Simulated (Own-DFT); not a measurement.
# Misfit strain and the stress it brings: diamond-structure SiGeSn with randomly placed atoms, 64 atoms (Ge40Si16Sn8)

The numbers are computed, not measured, by runs of the plane-wave DFT program Own-DFT (in-house, retired, unreviewed) at fixed positions, with no spin and no spin-orbit coupling.

Method: PBE; PseudoDojo norm-conserving scalar-relativistic files; cutoff 49 hartree; 3 x 3 x 3 k mesh centred on Gamma; Fermi-Dirac smearing of 0.1 eV.

Keep in mind: forces on such cells moved up to 12 meV/angstrom on a denser k mesh; stress not checked against mesh or cutoff.

Unstrained cell vectors in Å: (11.410, 0.000, 0.000); (0.000, 11.410, 0.000); (0.000, 0.000, 11.410). The unstrained cell has measured lattice constants (interpolated for alloys), not those of this functional. That, the random moves and any unrelaxed bonds set the pressure at no strain. Each run strains x and y alike by e, as a substrate would, and holds the height along z. Each coordinate of each atom was shifted by a normal deviate of width 0.05 Å. The random placing of the alloy's atoms differs from row to row. Stress is positive in tension.

| e (%) | u (Å) | (s_xx + s_yy)/2 (GPa) | s_zz (GPa) |
|---|---|---|---|
| -3.00 | 0.047 | -10.73 | -8.56 |
| -1.25 | 0.050 | -7.44 | -6.74 |
| -0.50 | 0.053 | -5.74 | -5.52 |
| -0.25 | 0.054 | -5.36 | -5.39 |
| 0.25 | 0.047 | -4.02 | -4.25 |
| 0.75 | 0.054 | -3.36 | -3.73 |
| 1.00 | 0.048 | ? | ? |
| 1.25 | 0.048 | -2.48 | -3.23 |
| 2.25 | 0.050 | -1.18 | -2.46 |
| 2.50 | 0.051 | -0.64 | -2.05 |

## What the rows give

With e as a fraction, the in-plane stress is -4.8 + 182 e - 676 e² GPa (errors 4 and 221, scatter 0.20), and s_zz is -4.9 + 121 e - 269 e² GPa (slope ± 5, scatter 0.26). At e = 0 the first slope is C11 + C12 and the second 2 C12, both with the ions held to the strained lattice and at the cell's own pressure. The term in e² is negative: the layer stiffens under compression and softens under tension. A free layer would change its height as e changes, and the in-plane slope would drop by 2 C12²/C11 to the biaxial modulus. At fixed height, a misfit of 1 % moves the in-plane stress by about 1.8 GPa and s_zz by 1.2 GPa.

## Withheld run

Asked: what are the two stresses at e = 1.00 %?

The fitted form gives -3.0 and -3.7 GPa. The calculation gave -2.97 and -3.46 GPa.
